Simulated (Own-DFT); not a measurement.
# Strain and stress in C40 NbSi2, 36 atoms (Nb12Si24)

Calculated results; nothing here was measured. The program, named Own-DFT, is a retired in-house plane-wave density functional code that no person has reviewed. Each row is one single-point run on a periodic cell that was not relaxed, without spin or spin-orbit coupling.

Settings of every run: PBEsol; PseudoDojo norm-conserving scalar-relativistic files, made for PBE; cutoff 42 hartree; 4 x 4 x 5 k mesh centred on Gamma; cold (Marzari-Vanderbilt) smearing of 0.2 eV.

Known limits: forces on such cells failed a check on a denser k mesh; stress not checked against mesh or cutoff.

Unstrained cell vectors in Å: (0.000, 8.324, 0.000); (-9.613, 0.000, 0.000); (0.000, 0.000, 6.586). The unstrained cell was taken from the Materials Project. The random moves and any unrelaxed bonds add to the pressure at no strain. Each run strains this cell uniformly, with the atoms carried along. Every atom was also moved at random, by a Gaussian of width 0.05 Å on each axis. Strain is the symmetric tensor, in per cent. Stress is positive in tension, and the pressure is minus a third of its trace.

```
run,e_xx (%),e_yy (%),e_zz (%),e_yz (%),e_xz (%),e_xy (%),s_xx (GPa),s_yy (GPa),s_zz (GPa),s_yz (GPa),s_xz (GPa),s_xy (GPa),P (GPa),E (meV/atom)
1,-0.36,-0.27,1.48,1.87,-0.78,0.07,1.63,1.33,5.41,5.66,-2.98,-0.04,-2.79,0.0
2,-1.92,-0.01,1.21,-1.55,0.32,-1.87,-6.44,0.76,4.22,-3.96,0.73,-5.92,0.49,18.4
3,-1.97,-0.07,-0.08,1.47,0.27,1.47,-6.80,-0.27,-2.14,4.76,0.34,4.27,3.07,6.5
4,0.70,-1.58,1.12,-1.17,-1.72,-1.08,3.61,-3.25,3.80,-3.81,-4.77,-3.00,-1.39,13.5
5,1.73,1.94,0.83,-1.82,-1.05,-0.23,8.31,9.26,6.18,-4.99,-3.24,-0.84,-7.92,21.9
6,0.58,0.88,1.48,1.00,-0.21,1.78,4.75,5.77,7.25,2.89,-0.89,4.85,-5.92,9.5
7,-1.63,0.91,0.89,1.41,-0.68,1.09,-3.38,4.27,3.30,4.50,-1.94,3.48,-1.40,0.6
8,-1.83,1.22,0.53,-1.08,-1.27,-0.07,-4.82,4.90,1.06,-3.12,-3.46,-0.22,-0.38,16.6
9,1.35,1.41,-1.34,1.07,-0.86,-1.16,6.42,5.75,-4.31,3.55,-2.87,-2.90,-2.62,7.7
10,-1.38,-1.83,0.36,-1.14,1.57,-1.29,-5.36,-6.41,-1.41,-3.53,5.19,-4.41,4.39,8.4
11,0.54,-1.41,-0.67,0.11,0.72,-1.20,2.29,-4.30,-4.54,0.98,3.20,-3.97,2.18,5.1
12,1.74,-1.53,-0.16,1.87,-1.92,1.47,6.09,-3.71,-1.91,6.57,-5.91,4.11,-0.16,27.2
13,1.18,1.80,-1.17,0.28,-0.14,-1.19,5.31,7.40,-3.33,1.39,-0.55,-3.20,-3.13,12.2
14,0.12,0.01,-1.53,-1.19,0.75,-1.98,0.10,0.73,-6.89,-3.39,2.00,-5.80,2.02,7.4
15,0.99,0.03,-1.85,0.18,-0.16,-1.54,3.47,0.26,-8.67,1.29,-0.32,-4.36,1.64,13.0
16,-0.42,-1.58,-0.10,-1.47,1.88,-1.60,?,?,?,?,?,?,?,?
```

E is the free energy for each atom above the lowest run shown.

## Worked fit

Each stress component was fitted by least squares to a constant and the strains of the runs shown, as fractions, with shears doubled. Shear strains stay in the fit of a normal stress only where such slopes are resolved. The slopes, in GPa:

| stress | at no strain | per e_xx | per e_yy | per e_zz | scatter |
|---|---|---|---|---|---|
| s_xx | 0.9 | 376 ± 13 | 54 ± 14 | 71 ± 16 | 0.65 |
| s_yy | 1.1 | 51 ± 6 | 361 ± 6 | 71 ± 7 | 0.29 |
| s_zz | -0.5 | 63 ± 8 | 90 ± 8 | 451 ± 10 | 0.38 |

Each shear stress against twice its own strain: yz 151 ± 6, xz 150 ± 8, xy 142 ± 4 GPa. These are stiffnesses along x, y and z of the frame in which the cell vectors are given, which need not be the crystal's axes. The atoms are held to the strained lattice; where symmetry lets them move under strain, relaxing them would lower some slopes. The table should be nearly symmetric about its diagonal, and what it lacks of that shows the noise. A ninth of its sum, 176 ± 6 GPa, estimates the bulk modulus near the mean pressure of these runs, -0.8 GPa.

## Withheld run

Question: what normal stresses and pressure should run 16 give?

The fit gives s_xx = -1.6, s_yy = -4.9, s_zz = -2.7 and P = 3.0 GPa. The calculation gave -2.28, -5.29, -3.52 and P = 3.70 GPa.
